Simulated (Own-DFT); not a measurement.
# Strain and stress in wurtzite AlN, 128 atoms (Al64N64)

These are calculations, not measurements. The program, named Own-DFT, is a retired in-house plane-wave density functional code that no person has reviewed. Each row is one single-point run on a periodic cell that was not relaxed, without spin or spin-orbit coupling.

Settings of every run: PBE; PseudoDojo norm-conserving scalar-relativistic files; cutoff 42 hartree; 3 x 3 x 3 k mesh centred on Gamma; Gaussian smearing of 0.01 eV.

Known limits: k mesh not checked against a denser one; stress not checked against mesh or cutoff.

Unstrained cell vectors in Å: (12.448, 0.000, 0.000); (-6.224, 10.780, 0.000); (0.000, 0.000, 9.964). The unstrained cell has measured lattice constants (interpolated for alloys), not those of this functional. That, the random moves and any unrelaxed bonds set the pressure at no strain. Each run strains this cell uniformly, with the atoms carried along. Every atom was also moved at random, by a Gaussian of width 0.05 Å on each axis. Strain is the symmetric tensor, in per cent. Stress is positive in tension, and the pressure is minus a third of its trace.

| run | e_xx (%) | e_yy (%) | e_zz (%) | e_yz (%) | e_xz (%) | e_xy (%) | s_xx (GPa) | s_yy (GPa) | s_zz (GPa) | s_yz (GPa) | s_xz (GPa) | s_xy (GPa) | P (GPa) | E (meV/atom) |
|---|---|---|---|---|---|---|---|---|---|---|---|---|---|---|
| 1 | 1.02 | 1.79 | -0.66 | -0.90 | 0.06 | 1.89 | -1.05 | 3.33 | -6.74 | -1.93 | 0.41 | 6.31 | 1.49 | 15.6 |
| 2 | -1.40 | 1.50 | 0.73 | -1.56 | 0.36 | -1.84 | -11.38 | -0.28 | -1.76 | -4.11 | 1.24 | -6.80 | 4.47 | 25.9 |
| 3 | 1.63 | 1.65 | 1.48 | 1.80 | 1.49 | -1.89 | 4.40 | 3.83 | 1.73 | 4.01 | 4.02 | -6.41 | -3.32 | 10.4 |
| 4 | -1.43 | -0.81 | 0.40 | 1.52 | 1.45 | -1.44 | -14.87 | -8.71 | -7.25 | 4.07 | 4.52 | -5.83 | 10.28 | 30.4 |
| 5 | -0.82 | 1.64 | -1.68 | 1.74 | -1.53 | 0.37 | -8.70 | -1.56 | -11.52 | 4.00 | -4.42 | 1.57 | 7.26 | 21.5 |
| 6 | -1.56 | -1.85 | -1.22 | 0.27 | -0.56 | -1.05 | -16.34 | -19.76 | -13.24 | 1.13 | -1.41 | -4.27 | 16.45 | 40.3 |
| 7 | 1.72 | -0.86 | 1.46 | 1.91 | 0.92 | -0.73 | 1.40 | -7.85 | 1.81 | 4.61 | 2.64 | -2.41 | 1.55 | 32.2 |
| 8 | 1.10 | 0.09 | -1.62 | -0.53 | -1.27 | -0.35 | -0.95 | -7.29 | -10.44 | -1.08 | -3.52 | -0.10 | 6.23 | 10.6 |
| 9 | -0.76 | -1.66 | 1.25 | 0.24 | 0.64 | 0.91 | -10.19 | -14.76 | -0.90 | 0.24 | 1.28 | 4.90 | 8.62 | 22.2 |
| 10 | 0.83 | 0.88 | 1.61 | -1.84 | -1.46 | -1.72 | -0.07 | 0.17 | 2.65 | -3.78 | -3.45 | -4.75 | -0.92 | 14.2 |
| 11 | -1.80 | 1.24 | -0.09 | 0.48 | 0.04 | 0.42 | -12.31 | -2.39 | -5.33 | 0.92 | -0.22 | 1.10 | 6.68 | 0.0 |
| 12 | 1.03 | -1.99 | -1.76 | 1.91 | -0.75 | 0.19 | -4.90 | -16.70 | -14.78 | 5.16 | -2.24 | 0.60 | 12.13 | 41.2 |
| 13 | 0.71 | -0.89 | 1.35 | -0.67 | 0.85 | -0.45 | -1.28 | -8.23 | 0.09 | -1.48 | 1.78 | -0.79 | 3.14 | 1.0 |
| 14 | 0.41 | -0.44 | 0.11 | 1.96 | 0.49 | -1.32 | -5.52 | -6.74 | -3.53 | 4.93 | 1.88 | -4.54 | 5.27 | 8.9 |
| 15 | -0.49 | -0.82 | -0.22 | 1.28 | 1.18 | 1.06 | -8.79 | -9.96 | -7.82 | 3.07 | 2.60 | 4.36 | 8.86 | 18.6 |
| 16 | -0.17 | 1.83 | 0.12 | -0.24 | -0.85 | -1.77 | ? | ? | ? | ? | ? | ? | ? | ? |

E is the free energy for each atom above the lowest run shown.

## Worked fit

Each stress component was fitted by least squares to a constant and the strains of the runs shown, as fractions, with shears doubled. Shear strains stay in the fit of a normal stress only where such slopes are resolved. The slopes, in GPa:

| stress | at no strain | per e_xx | per e_yy | per e_zz | scatter |
|---|---|---|---|---|---|
| s_xx | -6.1 | 470 ± 22 | 105 ± 19 | 64 ± 22 | 0.99 |
| s_yy | -6.4 | 92 ± 26 | 478 ± 23 | 109 ± 26 | 1.19 |
| s_zz | -5.4 | 62 ± 24 | 78 ± 21 | 424 ± 24 | 1.08 |

Each shear stress against twice its own strain: yz 117 ± 4, xz 137 ± 8, xy 188 ± 8 GPa. These are stiffnesses along x, y and z of the frame in which the cell vectors are given, which need not be the crystal's axes. The atoms are held to the strained lattice; where symmetry lets them move under strain, relaxing them would lower some slopes. The table should be nearly symmetric about its diagonal, and what it lacks of that shows the noise. A ninth of its sum, 209 ± 6 GPa, estimates the bulk modulus near the mean pressure of these runs, 5.9 GPa, so it lies above the value at zero pressure.

## Withheld run

Question: what normal stresses and pressure should run 16 give?

The fit gives s_xx = -4.9, s_yy = 2.3, s_zz = -3.6 and P = 2.1 GPa. The calculation gave -5.40, 1.32, -4.06 and P = 2.72 GPa.
